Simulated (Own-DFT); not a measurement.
# Energy and forces against displacement in diamond germanium, 16 atoms (Ge16)

Calculated results; nothing here was measured. They come from Own-DFT, an in-house plane-wave density functional program, since retired, whose code no person has reviewed. Each row is one single-point run on a periodic cell that was not relaxed, without spin or spin-orbit coupling.

Settings of every run: PBE; PseudoDojo norm-conserving scalar-relativistic files; cutoff 42 hartree; 5 x 5 x 5 k mesh centred on Gamma; Fermi-Dirac smearing of 0.1 eV.

Known limits: k mesh not checked against a denser one; stress not checked against mesh or cutoff.

Cell vectors in Å: (0.000, 5.658, 5.658); (5.658, 0.000, 5.658); (5.658, 5.658, 0.000). In each run every atom was moved at random and independently from its ideal site; u is the rms move along one axis. E is the free energy for each atom above the fitted value at u = 0, and F the rms of the force components.

```
run   u (Å)  E (meV/atom)  F (eV/Å)  largest force (eV/Å)  P (GPa)
  1  0.0196           6.8     0.301                  0.80     3.89
  2  0.0208           8.3     0.334                  1.17     3.91
  3  0.0467          40.6     0.694                  2.00     4.31
  4  0.0502             ?         ?                     ?        ?
  5  0.1022         184.1     1.689                  6.06     6.34
  6  0.1037         229.8     2.189                  8.73     7.10
  7  0.1055         185.1     1.455                  4.10     6.06
  8  0.1470         414.7     2.460                  7.71     8.88
```

## Worked fit

For small independent moves the energy grows as E = (3/2) K u², with K the mean stiffness felt by one atom. The runs with u up to 0.11 Å give K = 12.4 ± 0.7 eV/Å², with residuals divided by u² + 0.0006 Å², since the noise grows with the moves. The scatter is 5.2 meV/atom at u = 0.05 Å. The forces follow F = G u with G = 16.5 eV/Å²; no force at u = 0 is resolved. G exceeds K because the moves of its neighbours add to the force on an atom, and stiffness differs between atoms. At u = 0.147 Å the parabola gives 401 meV/atom and the run 415. The pressure follows P = 3.79 + 250 u² GPa: at fixed volume, shortened bonds push harder than stretched ones pull.

## Withheld run

Question: what energy and rms force should run 4 give?

The fit gives 47 ± 6 meV/atom and about 0.83 eV/Å. The calculation gave 50.1 meV/atom and 0.818 eV/Å.
